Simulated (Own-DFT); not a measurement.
# Strain and stress in wurtzite AlN, 72 atoms (Al36N36)

All numbers below are calculated, not measured. The program, named Own-DFT, is a retired in-house plane-wave density functional code that no person has reviewed. Each row is one single-point run on a periodic cell that was not relaxed, without spin or spin-orbit coupling.

Settings of every run: PBE; PseudoDojo norm-conserving scalar-relativistic files; cutoff 42 hartree; 3 x 3 x 2 k mesh centred on Gamma; Fermi-Dirac smearing of 0.1 eV.

Known limits: forces on such cells moved up to 12 meV/angstrom on a denser k mesh; stress not checked against mesh or cutoff.

Unstrained cell vectors in Å: (9.336, 0.000, 0.000); (-4.668, 8.085, 0.000); (0.000, 0.000, 9.964). The unstrained cell has measured lattice constants (interpolated for alloys), not those of this functional. That, the random moves and any unrelaxed bonds set the pressure at no strain. Each run strains this cell uniformly, with the atoms carried along. Every atom was also moved at random, by a Gaussian of width 0.05 Å on each axis. Strain is the symmetric tensor, in per cent. Stress is positive in tension, and the pressure is minus a third of its trace.

```
run  e_xx (%)  e_yy (%)  e_zz (%)  e_yz (%)  e_xz (%)  e_xy (%)  s_xx (GPa)  s_yy (GPa)  s_zz (GPa)  s_yz (GPa)  s_xz (GPa)  s_xy (GPa)  P (GPa)  E (meV/atom)
  1      1.52      0.20     -1.89      0.79     -0.59     -1.09        0.07       -4.85      -13.98        2.59       -2.00       -3.66     6.25          35.7
  2     -0.26     -0.10      1.02      0.43      0.27     -1.49       -6.89       -7.32       -0.78        1.50        0.84       -5.93     5.00          40.9
  3      1.92      0.39     -1.18      1.04      0.43      1.50        0.78       -2.29       -9.36        2.10        0.65        5.41     3.62          42.9
  4     -1.19      0.44     -0.54      1.66     -0.93      0.73      -13.17       -6.20       -6.76        4.75       -3.36        4.57     8.71          33.5
  5     -0.78     -0.79     -0.46     -0.40     -1.63      0.07      -10.52      -14.14       -6.42       -0.37       -4.24        1.21    10.36          47.7
  6      1.68     -0.53     -1.67      1.98      0.98      1.84       -0.70       -7.61      -12.10        5.31        2.16        6.75     6.80          44.7
  7      1.81      1.90      1.45      1.73      0.87      0.20        5.17        6.30        3.60        4.10        2.13        0.90    -5.02           0.0
  8     -0.50      0.51      1.36      0.74      1.10      1.40       -7.71       -1.89        0.31        1.32        2.74        5.42     3.10          27.0
  9     -1.62      1.68      1.61     -0.57     -0.18     -1.75       -9.46        2.34        1.07       -1.99       -0.34       -5.26     2.02          11.0
 10      0.48     -0.57     -1.23     -1.81     -0.65     -0.14       -6.30       -9.80      -10.60       -3.99       -2.58       -2.14     8.90          42.3
 11      0.76      0.81      1.36      1.33      0.22      1.10       -0.31        0.37        1.79        2.78        0.34        3.21    -0.62           7.1
 12      0.70      1.60     -0.82      0.45      1.89     -0.45       -4.21        2.82       -8.22        0.39        6.60       -0.20     3.20          30.4
 13      0.47     -0.99      0.72     -0.59      1.48     -1.34       -3.04       -7.75       -3.91       -1.51        3.50       -4.24     4.90          22.2
 14     -0.42     -0.42      0.94     -1.14      1.14      1.55       -6.49       -9.04       -1.53       -3.67        3.27        4.18     5.69          28.0
 15     -1.93     -1.60     -0.40     -0.26      0.76     -0.42      -18.37      -16.05       -9.79       -0.83        2.54       -1.04    14.74          50.3
 16      0.43     -1.84     -0.94      1.58     -1.54      0.98       -6.55      -15.73      -11.63        4.48       -3.84        3.23    11.30          49.5
 17      1.10      1.64      1.13     -1.91     -0.11     -1.06        2.89        2.00        2.64       -4.72       -0.36       -2.94    -2.51           5.2
 18      1.72      1.28      1.84      1.29      1.72      1.56           ?           ?           ?           ?           ?           ?        ?             ?
```

E is the free energy for each atom above the lowest run shown.

## Worked fit

Each stress component was fitted by least squares to a constant and the strains of the runs shown, as fractions, with shears doubled. Shear strains stay in the fit of a normal stress only where such slopes are resolved. The slopes, in GPa:

```
stress,at no strain,per e_xx,per e_yy,per e_zz,scatter
s_xx,-6.3,494 ± 24,60 ± 27,148 ± 26,1.01
s_yy,-6.2,126 ± 33,491 ± 37,83 ± 35,1.36
s_zz,-5.4,42 ± 24,84 ± 27,439 ± 26,1.01
```

Each shear stress against twice its own strain: yz 129 ± 4, xz 145 ± 8, xy 167 ± 11 GPa. These are stiffnesses along x, y and z of the frame in which the cell vectors are given, which need not be the crystal's axes. The atoms are held to the strained lattice; where symmetry lets them move under strain, relaxing them would lower some slopes. The table should be nearly symmetric about its diagonal, and what it lacks of that shows the noise. A ninth of its sum, 218 ± 3 GPa, estimates the bulk modulus near the mean pressure of these runs, 5.1 GPa, so it lies above the value at zero pressure.

## Withheld run

Question: what normal stresses and pressure should run 18 give?

The fit gives s_xx = 5.7, s_yy = 3.8, s_zz = 4.5 and P = -4.7 GPa. The calculation gave 2.45, 2.37, 4.53 and P = -3.12 GPa.
